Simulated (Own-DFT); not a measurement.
GaN (wurtzite, atoms displaced) (calculated)

A calculation, not a measurement: plane-wave PBE density functional theory by an unreviewed code, no spin, of a simulated periodic cell, stress positive in tension, free energy of the whole cell less one offset for each atom, forces on such cells passed a denser k mesh, this cell's mesh not checked; offsets are fitted by least squares, one for each functional and potential file, so energies compare only between cells with the same atoms and settings and are not formation energies; the far tail of each file's local potential was reset to the Coulomb form; each entry is a single point on an unrelaxed cell, so the pressure reflects the starting lattice, mostly measured values (interpolated for alloys), from which strain is counted, and rises with the displacements; printed positions are rounded, which can move forces by about a meV/angstrom; the program, named Own-DFT, is a retired in-house code; no spin-orbit coupling. Program: Own-DFT development build.

Settings shared by all entries: functional PBE; potential files PseudoDojo norm-conserving, scalar-relativistic, standard set; wave cutoff 42 hartree; occupations Fermi-Dirac; smearing width 0.1 eV; hardware one NVIDIA H200; k mesh 3 x 4 x 3 centred on Gamma.

(1) GaN (wurtzite, atoms displaced)

```
GaN
1.0
     12.7560     0.0000     0.0000
     -4.7835     8.2853     0.0000
      0.0000     0.0000    10.3700
Ga N Ga N Ga N Ga N Ga N Ga N Ga N Ga N Ga N Ga N Ga N Ga N Ga N Ga N Ga N Ga N Ga N Ga N Ga N Ga N Ga N Ga N Ga N Ga N
2 2 2 2 2 2 2 2 2 2 2 2 2 2 2 2 2 2 2 2 2 2 2 2 2 2 2 2 2 2 2 2 2 2 2 2 2 2 2 2 2 2 2 2 2 2 2 2
Direct
  0.08186 0.22057 0.00098
  0.16663 0.10876 0.24905
  0.08517 0.22130 0.18563
  0.17040 0.11152 0.44137
  0.08376 0.22226 0.49815
  0.16593 0.11041 0.74944
  0.08452 0.22262 0.69328
  0.16618 0.11679 0.93893
  0.08144 0.55335 0.00353
  0.16601 0.43985 0.24827
  0.08455 0.55946 0.18994
  0.16928 0.44595 0.43860
  0.08320 0.55749 0.50040
  0.16882 0.44515 0.74925
  0.08183 0.55405 0.68968
  0.16746 0.44373 0.93665
  0.08593 0.88972 0.99905
  0.16549 0.77706 0.24921
  0.08530 0.88907 0.18787
  0.16516 0.77744 0.43684
  0.08433 0.88953 0.50000
  0.16635 0.78006 0.75095
  0.07989 0.88342 0.69039
  0.16588 0.77752 0.93884
  0.33654 0.22247 0.00238
  0.41705 0.11256 0.24869
  0.33617 0.22656 0.18809
  0.41813 0.11216 0.44058
  0.33043 0.21807 0.49851
  0.41564 0.11274 0.74559
  0.33377 0.22181 0.68818
  0.41726 0.11000 0.93508
  0.33435 0.55808 0.99976
  0.41684 0.44373 0.24654
  0.33373 0.55833 0.18906
  0.41417 0.44332 0.43879
  0.33535 0.55532 0.50031
  0.41724 0.44353 0.74891
  0.33249 0.55557 0.68965
  0.41858 0.44742 0.93604
  0.33283 0.88745 0.99924
  0.41769 0.77919 0.24885
  0.33443 0.88679 0.18847
  0.41594 0.77704 0.43862
  0.33509 0.88924 0.50076
  0.41489 0.77430 0.75170
  0.33197 0.88827 0.68878
  0.41437 0.77407 0.94398
  0.58337 0.22229 0.99787
  0.66575 0.11376 0.24920
  0.58058 0.22008 0.18849
  0.66786 0.11152 0.44094
  0.58211 0.22210 0.49877
  0.66560 0.11207 0.75290
  0.58930 0.22550 0.68902
  0.66741 0.10915 0.93808
  0.58400 0.55592 0.99986
  0.66710 0.44544 0.24997
  0.58083 0.55043 0.18973
  0.66829 0.44785 0.44271
  0.58286 0.55455 0.50051
  0.66713 0.44147 0.74737
  0.58395 0.55708 0.68967
  0.66624 0.44497 0.93865
  0.58246 0.88918 0.99658
  0.66619 0.77765 0.25033
  0.58511 0.89119 0.18988
  0.66904 0.78220 0.43983
  0.58513 0.88967 0.50010
  0.66643 0.77681 0.74962
  0.58728 0.89446 0.69148
  0.66777 0.78229 0.93681
  0.83345 0.22466 0.99834
  0.91369 0.10953 0.25179
  0.83222 0.21839 0.18778
  0.91971 0.11281 0.43719
  0.83412 0.22274 0.49660
  0.92007 0.11181 0.75055
  0.82997 0.21751 0.68804
  0.91642 0.11100 0.93882
  0.83645 0.55570 0.00094
  0.91793 0.44566 0.25004
  0.83227 0.55206 0.19074
  0.91669 0.44108 0.43965
  0.83334 0.55771 0.50220
  0.91411 0.44666 0.74628
  0.83383 0.55623 0.68622
  0.91345 0.44076 0.93760
  0.83318 0.89136 0.00149
  0.91605 0.77741 0.25165
  0.83317 0.89095 0.18658
  0.91704 0.77905 0.43607
  0.83563 0.89048 0.50349
  0.91590 0.77407 0.74834
  0.83451 0.88993 0.68894
  0.91831 0.77908 0.94091
```

| Quantity | Value |
| --- | --- |
| free energy of cell above offsets | 18.957 eV |
| pressure | 5.92 GPa |
| stress xx | -6.05 GPa |
| stress yy | -6.03 GPa |
| stress zz | -5.69 GPa |
| stress yz | -0.08 GPa |
| stress xz | -0.09 GPa |
| stress xy | 0.17 GPa |
| wall time | 1118 s |

Force:
```
element  x (eV/Å)  y (eV/Å)  z (eV/Å)
     Ga    -0.121     0.429    -0.456
     Ga     0.085     0.318     0.136
      N    -0.492    -0.305     0.789
      N    -1.101    -0.417    -0.747
     Ga      0.26     0.374     0.585
     Ga     0.174    -0.117     0.372
      N     0.107     0.025    -1.167
      N     1.097    -0.714    -0.047
     Ga     0.313     -0.01    -0.812
     Ga    -0.013     0.642     0.327
      N     0.141    -0.873      -0.1
      N    -0.406    -0.191    -0.065
     Ga     0.396    -0.319     0.064
     Ga    -0.679    -0.052     0.245
      N     0.133     0.309     -0.12
      N    -0.385     0.223     0.547
     Ga    -0.518     0.444    -0.001
     Ga     0.539     0.409       0.2
      N    -0.465    -0.081     0.053
      N     0.367     0.249     0.272
     Ga    -0.096    -0.253     0.126
     Ga     0.237    -0.674    -0.023
      N     0.212     0.811    -0.479
      N     0.254    -0.223     0.034
     Ga    -0.595     0.205    -0.849
     Ga    -0.078    -0.535     0.339
      N    -0.222    -0.875      0.16
      N    -0.293    -0.213    -0.466
     Ga     0.791     0.911     0.386
     Ga     0.786    -0.107     0.374
      N    -0.387     0.037    -0.256
      N    -0.127    -0.052     0.207
     Ga    -0.041    -0.999     0.271
     Ga    -0.574     0.489     0.778
      N      0.19    -0.448    -0.171
      N     0.736    -0.163    -0.244
     Ga    -0.437     0.191    -0.022
     Ga    -0.146     0.133     0.115
      N     0.518    -0.023    -0.278
      N    -0.037     -0.35     0.456
     Ga    -0.114     0.181      0.18
     Ga     0.217    -0.078     0.308
      N     -0.65      0.53     -0.04
      N     0.351     0.199     0.065
     Ga    -0.308    -0.301    -0.216
     Ga     0.291     0.666     0.009
      N     0.274     0.057     0.061
      N     0.096     0.779    -1.038
     Ga     0.129    -0.056     0.119
     Ga     0.304    -0.345     0.338
      N     0.299     0.556    -0.187
      N    -0.385      0.11    -0.662
     Ga     0.702     0.222     0.335
     Ga     0.661     -0.06    -0.364
      N    -1.227    -0.583    -0.378
      N    -0.522     0.411     0.378
     Ga     -0.06     0.351    -0.165
     Ga    -0.038    -0.377     0.362
      N     0.314     0.868    -0.245
      N    -0.064    -0.406    -0.706
     Ga     -0.37     0.362    -0.056
     Ga    -0.389     0.689     0.568
      N     0.176    -0.351     -0.27
      N     0.475     0.072    -0.161
     Ga     0.189    -0.064     0.735
     Ga      0.01    -0.028     0.019
      N    -0.123      -0.2    -0.436
      N     0.221    -0.592     -0.11
     Ga    -0.416     0.058     0.331
     Ga     0.052     0.454     0.047
      N    -0.677    -1.022     -0.32
      N     0.179    -0.637     0.352
     Ga     0.266    -0.753     0.206
     Ga     0.617     0.173    -0.475
      N    -0.196     0.786     0.033
      N    -0.206    -0.295     0.279
     Ga      0.01    -0.359     0.876
     Ga    -0.885     0.067     0.109
      N     0.567     0.645    -0.054
      N    -0.097     0.184    -0.002
     Ga     -0.75     0.129    -0.005
     Ga     0.035    -0.517      0.24
      N     0.018     0.484     -0.23
      N    -0.376     0.789    -0.264
     Ga     0.466    -0.188    -0.771
     Ga     0.906    -0.966     0.323
      N    -0.391     0.014     0.314
      N     0.398     0.687    -0.184
     Ga     0.224    -0.213    -0.479
     Ga     0.002      0.13    -0.709
      N     0.238    -0.521     0.585
      N     0.141     0.002     0.634
     Ga    -0.235     0.051    -0.443
     Ga    -0.478     0.452     0.815
      N     0.187    -0.262     0.165
      N    -0.183    -0.189    -0.352
```

(2) GaN (wurtzite, atoms displaced)

```
GaN
1.0
     12.7560     0.0000     0.0000
     -4.7835     8.2853     0.0000
      0.0000     0.0000    10.3700
Ga N Ga N Ga N Ga N Ga N Ga N Ga N Ga N Ga N Ga N Ga N Ga N Ga N Ga N Ga N Ga N Ga N Ga N Ga N Ga N Ga N Ga N Ga N Ga N
2 2 2 2 2 2 2 2 2 2 2 2 2 2 2 2 2 2 2 2 2 2 2 2 2 2 2 2 2 2 2 2 2 2 2 2 2 2 2 2 2 2 2 2 2 2 2 2
Direct
  0.08308 0.22177 0.99804
  0.16715 0.11032 0.25126
  0.08351 0.22002 0.19101
  0.17056 0.11263 0.43960
  0.07969 0.22021 0.50240
  0.16725 0.10982 0.74936
  0.08437 0.22675 0.68440
  0.16797 0.11125 0.93613
  0.08153 0.55353 0.99835
  0.16615 0.44290 0.25068
  0.08555 0.55589 0.18843
  0.16574 0.44295 0.43983
  0.08297 0.55840 0.49818
  0.16804 0.44412 0.74935
  0.08374 0.55607 0.68915
  0.16879 0.44305 0.93613
  0.08378 0.89071 0.99738
  0.16617 0.77488 0.24905
  0.08532 0.88863 0.19006
  0.16622 0.77891 0.44041
  0.08531 0.88273 0.50025
  0.16499 0.77897 0.74861
  0.08221 0.88840 0.69080
  0.16896 0.77954 0.93921
  0.33451 0.22401 0.00138
  0.41777 0.11331 0.24859
  0.33185 0.22424 0.19036
  0.41936 0.11565 0.43585
  0.33188 0.22224 0.50054
  0.41837 0.11057 0.75088
  0.33428 0.22308 0.68680
  0.41727 0.11079 0.93498
  0.33642 0.55894 0.99880
  0.41770 0.44704 0.24874
  0.33115 0.55717 0.19038
  0.41935 0.44507 0.44126
  0.33084 0.55429 0.49978
  0.41701 0.44437 0.75068
  0.33546 0.55235 0.68850
  0.41660 0.44648 0.93837
  0.33597 0.88953 0.99947
  0.42072 0.78201 0.24918
  0.33479 0.89122 0.18754
  0.41538 0.77584 0.44072
  0.33133 0.88728 0.49824
  0.41606 0.77720 0.75546
  0.33275 0.88812 0.68922
  0.41563 0.77635 0.93736
  0.58181 0.22317 0.00135
  0.66774 0.11116 0.25056
  0.58417 0.22031 0.18678
  0.66754 0.10840 0.44344
  0.58240 0.21804 0.50052
  0.66594 0.10887 0.75105
  0.58107 0.22251 0.68940
  0.66701 0.11185 0.94221
  0.58039 0.55577 0.00101
  0.66710 0.44351 0.24884
  0.58673 0.55840 0.18932
  0.66662 0.44603 0.43829
  0.58148 0.55585 0.49794
  0.66648 0.44154 0.75152
  0.58456 0.55583 0.68932
  0.66661 0.44386 0.93801
  0.58542 0.89403 0.00062
  0.66670 0.77698 0.24671
  0.58213 0.88663 0.18777
  0.66774 0.77992 0.43838
  0.58216 0.88500 0.49832
  0.66993 0.77969 0.75193
  0.58258 0.89187 0.68841
  0.66317 0.77560 0.94269
  0.83543 0.22569 0.00010
  0.91939 0.11163 0.25044
  0.83433 0.22484 0.19079
  0.91291 0.10700 0.44031
  0.83191 0.21501 0.50383
  0.91987 0.11209 0.75325
  0.83137 0.22148 0.68582
  0.91345 0.10552 0.93861
  0.83384 0.55909 0.99791
  0.91580 0.44406 0.24798
  0.83220 0.55672 0.19257
  0.91592 0.44370 0.44038
  0.83125 0.55738 0.50236
  0.91747 0.44584 0.74935
  0.83462 0.55554 0.68879
  0.91720 0.44501 0.94002
  0.83445 0.88954 0.99840
  0.91667 0.77357 0.25268
  0.83500 0.88971 0.18900
  0.91802 0.77951 0.44121
  0.83358 0.89071 0.50150
  0.91462 0.77870 0.75221
  0.83411 0.88866 0.68808
  0.91554 0.77565 0.93663
```

| Item | Value |
| --- | --- |
| free energy of cell above offsets | 19.005 eV |
| pressure | 5.93 GPa |
| stress xx | -5.63 GPa |
| stress yy | -6.15 GPa |
| stress zz | -6 GPa |
| stress yz | -0.05 GPa |
| stress xz | -0.02 GPa |
| stress xy | -0.38 GPa |
| wall time | 1128 s |

Force:
```
element  x (eV/Å)  y (eV/Å)  z (eV/Å)
     Ga      0.21    -0.023     0.439
     Ga    -0.067    -0.162     0.269
      N     0.009     0.264    -0.664
      N    -1.043    -0.612     0.025
     Ga      0.56    -0.048    -0.917
     Ga    -0.009     0.454    -0.429
      N     0.186    -0.783     1.134
      N    -0.257     0.157     0.329
     Ga     0.766     0.522     0.127
     Ga     0.019    -0.008      0.17
      N    -0.446    -0.349    -0.177
      N    -0.293     0.006    -0.183
     Ga     0.053    -0.798     0.379
     Ga    -0.027     0.455    -0.222
      N     0.106     0.027    -0.128
      N    -0.457     0.081      0.42
     Ga     0.335    -0.293     0.529
     Ga     0.241     0.464    -0.032
      N    -0.387    -0.145    -0.418
      N     0.723    -0.437    -0.792
     Ga    -1.312     1.233     0.345
     Ga     0.557    -0.172     0.444
      N    -0.224     0.024    -0.351
      N    -0.295     -0.28     -0.11
     Ga    -0.031    -0.185    -0.173
     Ga    -0.152    -0.061     0.173
      N     0.564     0.056    -0.477
      N    -0.275    -0.752     0.261
     Ga     0.716     0.301    -0.059
     Ga    -0.642    -0.077    -0.596
      N     0.014    -0.268      0.53
      N    -0.209      0.18     0.894
     Ga    -0.533    -0.474     0.555
     Ga    -0.104     0.073     0.566
      N     0.646     0.111    -0.423
      N    -0.966    -0.066    -0.762
     Ga     0.568    -0.125     0.144
     Ga     0.455    -0.098    -0.315
      N    -0.686     0.596     0.089
      N     0.136    -0.409     0.177
     Ga    -0.536      0.01     0.083
     Ga    -0.835    -0.545     0.465
      N     0.027    -0.141     0.171
      N    -0.092      0.17    -0.562
     Ga     0.562     0.662     0.375
     Ga     0.105    -0.132    -1.437
      N    -0.012    -0.047    -0.204
      N     0.408     0.495     0.734
     Ga     0.351    -0.026    -0.385
     Ga     0.063    -0.123     0.421
      N    -0.192     0.253     0.341
      N    -0.409     0.013    -0.933
     Ga     0.031     0.678     0.032
     Ga    -0.228     0.442     0.003
      N     0.765     -0.16    -0.099
      N     0.033     0.405    -0.493
     Ga     0.684    -0.151    -0.085
     Ga    -0.169     -0.13      0.51
      N    -0.467    -0.652    -0.262
      N     0.027    -0.436    -0.018
     Ga     0.678     0.208     0.563
     Ga    -0.182     0.401    -0.417
      N     0.042     0.184     0.014
      N    -0.205     0.232     0.427
     Ga    -0.154     -0.59    -0.079
     Ga     0.332     0.483     0.595
      N     0.409     0.579      0.06
      N     0.104    -0.315    -0.311
     Ga    -0.187     0.174     0.548
     Ga    -0.855    -0.315    -0.141
      N     0.423    -0.729     0.227
      N     0.535     0.519     -0.49
     Ga    -0.236    -0.483     0.318
     Ga    -0.552    -0.217     0.191
      N     0.287    -0.522    -0.456
      N     0.646     0.444     -0.43
     Ga    -0.321     1.084     -0.72
     Ga      -0.6     0.108    -0.814
      N     0.552    -0.008     1.377
      N      0.24     1.001     0.081
     Ga    -0.075    -0.644     0.687
     Ga     0.203     0.336     0.828
      N     0.432    -0.253    -1.078
      N    -0.126    -0.136    -0.254
     Ga     0.448    -0.369    -0.368
     Ga     0.078      -0.3    -0.168
      N    -0.369     0.121     0.402
      N    -0.259     0.027    -0.336
     Ga    -0.366    -0.737     0.729
     Ga    -0.153     0.857      0.04
      N     0.075    -0.115    -0.201
      N    -0.009    -0.006    -0.088
     Ga      0.14    -0.624    -0.249
     Ga     0.508    -0.367    -0.713
      N    -0.112     0.432     0.387
      N     0.066     0.572     0.413
```

(3) GaN (wurtzite, atoms displaced)

```
GaN
1.0
     12.7560     0.0000     0.0000
     -4.7835     8.2853     0.0000
      0.0000     0.0000    10.3700
Ga N Ga N Ga N Ga N Ga N Ga N Ga N Ga N Ga N Ga N Ga N Ga N Ga N Ga N Ga N Ga N Ga N Ga N Ga N Ga N Ga N Ga N Ga N Ga N
2 2 2 2 2 2 2 2 2 2 2 2 2 2 2 2 2 2 2 2 2 2 2 2 2 2 2 2 2 2 2 2 2 2 2 2 2 2 2 2 2 2 2 2 2 2 2 2
Direct
  0.08338 0.22474 0.99951
  0.16796 0.11385 0.25128
  0.08559 0.22511 0.18866
  0.16801 0.11047 0.43628
  0.08738 0.22643 0.50078
  0.16869 0.11555 0.75050
  0.08359 0.22350 0.68494
  0.16716 0.11314 0.93844
  0.08418 0.55358 0.00301
  0.16488 0.44249 0.25034
  0.08051 0.55368 0.18936
  0.16505 0.44248 0.43771
  0.08249 0.55518 0.49970
  0.16547 0.44459 0.75067
  0.08519 0.55749 0.69129
  0.16810 0.44619 0.93834
  0.08137 0.88672 0.00046
  0.16620 0.77715 0.24978
  0.08665 0.89559 0.18789
  0.16740 0.77974 0.43458
  0.08288 0.88719 0.50138
  0.16730 0.77944 0.75247
  0.08174 0.88968 0.68916
  0.16535 0.77682 0.94088
  0.33357 0.22335 0.00022
  0.41905 0.11196 0.24997
  0.33301 0.22385 0.18900
  0.41639 0.11013 0.43798
  0.33040 0.21774 0.50062
  0.41838 0.11456 0.74796
  0.33289 0.22197 0.68898
  0.41351 0.10637 0.93453
  0.33733 0.55786 0.99986
  0.41578 0.44077 0.25140
  0.33193 0.55926 0.18579
  0.41579 0.44683 0.43806
  0.33496 0.55985 0.49780
  0.41683 0.44890 0.74841
  0.33460 0.55489 0.68806
  0.41416 0.44039 0.93658
  0.33270 0.88739 0.99820
  0.41635 0.77855 0.25031
  0.33234 0.88872 0.18841
  0.41218 0.77494 0.44108
  0.33458 0.89386 0.50193
  0.41728 0.77901 0.74979
  0.33235 0.88882 0.68746
  0.41555 0.77572 0.93684
  0.58097 0.22151 0.00026
  0.66541 0.10901 0.24610
  0.58519 0.22210 0.18933
  0.66783 0.10992 0.43733
  0.58360 0.22200 0.49884
  0.66397 0.10765 0.74650
  0.58200 0.22175 0.68448
  0.66492 0.10755 0.93476
  0.58233 0.55343 0.00032
  0.66814 0.44345 0.25302
  0.58370 0.55874 0.18663
  0.66908 0.44719 0.43967
  0.58600 0.55866 0.49989
  0.66397 0.44738 0.74635
  0.58549 0.55802 0.68680
  0.66558 0.44233 0.93653
  0.58288 0.88704 0.00156
  0.66721 0.77663 0.25139
  0.58262 0.88608 0.18996
  0.66750 0.77861 0.44025
  0.58355 0.89305 0.49914
  0.66641 0.77736 0.74973
  0.58427 0.89095 0.68882
  0.66550 0.77963 0.93645
  0.83290 0.22226 0.99590
  0.91614 0.11036 0.25377
  0.83342 0.22072 0.18753
  0.91862 0.11040 0.43933
  0.83220 0.22119 0.49928
  0.91705 0.10865 0.75078
  0.83326 0.22550 0.68674
  0.91682 0.11321 0.93906
  0.83474 0.55299 0.00182
  0.91894 0.44632 0.24818
  0.83020 0.55425 0.18937
  0.91811 0.44656 0.44002
  0.83361 0.55472 0.50080
  0.91809 0.44294 0.74798
  0.83199 0.55736 0.68840
  0.91638 0.44464 0.94087
  0.83462 0.88879 0.00026
  0.91822 0.77680 0.25097
  0.83270 0.89046 0.19260
  0.91932 0.78194 0.44039
  0.83299 0.89112 0.49963
  0.91473 0.77545 0.74906
  0.83280 0.88873 0.68904
  0.91526 0.77652 0.93716
```

| Property | Result |
| --- | --- |
| free energy of cell above offsets | 18.753 eV |
| pressure | 5.85 GPa |
| stress xx | -5.19 GPa |
| stress yy | -6.01 GPa |
| stress zz | -6.37 GPa |
| stress yz | -0.03 GPa |
| stress xz | 0.18 GPa |
| stress xy | -0.06 GPa |
| wall time | 1100 s |

Force:
```
element  x (eV/Å)  y (eV/Å)  z (eV/Å)
     Ga      0.28    -0.126     0.206
     Ga    -0.123    -0.025    -0.298
      N    -0.406    -0.488    -0.059
      N    -0.369    -0.046     0.532
     Ga    -0.175    -0.687    -0.406
     Ga    -0.246    -0.509     0.061
      N    -0.007    -0.017     0.761
      N    -0.156    -0.286     0.064
     Ga    -0.185     0.161    -0.452
     Ga     0.226     0.432    -0.101
      N     0.554     0.434    -0.046
      N     0.156     0.631     0.089
     Ga     0.374     0.421     0.188
     Ga     0.473     0.059    -0.057
      N    -0.226     0.039    -0.538
      N     0.055    -0.024     0.043
     Ga     0.049     0.541    -0.163
     Ga    -0.082     0.281    -0.279
      N    -0.214     -0.87     0.051
      N     0.081    -0.254     0.812
     Ga     0.158     0.313     -0.08
     Ga    -0.279     0.068    -0.093
      N     0.376     0.092     0.138
      N     0.059    -0.144    -0.117
     Ga    -0.028    -0.535    -0.064
     Ga    -0.554    -0.213    -0.135
      N     0.599    -0.293    -0.182
      N      0.13     0.516    -0.093
     Ga     0.247     0.799    -0.065
     Ga    -0.188    -0.446     0.045
      N     0.128     0.411     -0.25
      N     0.146     0.581     0.567
     Ga     -0.53      -0.4    -0.059
     Ga     -0.34      0.93    -0.269
      N     0.467    -0.513     0.559
      N     0.592    -0.403     0.257
     Ga    -0.258    -0.859     0.442
     Ga     0.487    -0.595     0.017
      N    -0.671      0.37    -0.179
      N     0.396     0.598     0.037
     Ga     -0.05    -0.067     0.298
     Ga    -0.166    -0.148     0.147
      N     0.227     0.219    -0.194
      N     0.522     1.137    -0.503
     Ga    -0.226    -0.825    -0.332
     Ga    -0.113     -0.15    -0.195
      N     0.126     0.194     0.361
      N     0.158     0.366     0.121
     Ga     0.319    -0.218    -0.468
     Ga     0.607     0.053     0.365
      N    -0.425     0.118    -0.204
      N    -0.464     0.348    -0.315
     Ga     0.019     0.095    -0.197
     Ga     0.142     0.852      0.39
      N     0.206     0.279     0.323
      N    -0.232     0.335     0.469
     Ga     0.063     0.264    -0.338
     Ga    -0.698     0.218    -0.371
      N     0.256    -0.747     0.484
      N    -0.256    -0.413    -0.091
     Ga    -0.508    -0.334      -0.2
     Ga     0.925    -0.615     0.533
      N    -0.773    -0.033     0.017
      N     0.041      0.17       0.1
     Ga      -0.2     0.174    -0.249
     Ga    -0.142     0.102     0.046
      N    -0.103     0.154    -0.114
      N    -0.358      0.16    -0.191
     Ga      0.01    -0.854     0.115
     Ga     -0.03     0.351     0.005
      N    -0.072    -0.596    -0.469
      N     0.504    -0.448     0.395
     Ga    -0.297    -0.211     0.511
     Ga     0.226     0.324    -0.531
      N    -0.143     0.223    -0.036
      N     -0.27     0.477      0.25
     Ga      0.53     0.245    -0.071
     Ga      -0.3     0.397    -0.284
      N      0.27    -0.725     0.229
      N     0.274    -0.318    -0.203
     Ga    -0.812     0.198    -0.369
     Ga    -0.742    -0.671     0.434
      N     0.743     0.259    -0.006
      N    -0.215    -0.388    -0.422
     Ga     0.147     0.593      0.02
     Ga    -0.615     0.505     0.448
      N     0.406    -0.552     0.029
      N     0.424    -0.025    -0.568
     Ga     -0.45     0.025     0.267
     Ga    -0.227     0.453     0.059
      N     0.509    -0.304    -0.622
      N    -0.356    -0.648    -0.246
     Ga     0.427    -0.168     0.216
     Ga     0.111     0.353     0.063
      N    -0.051     0.018    -0.115
      N     0.106    -0.143     0.323
```
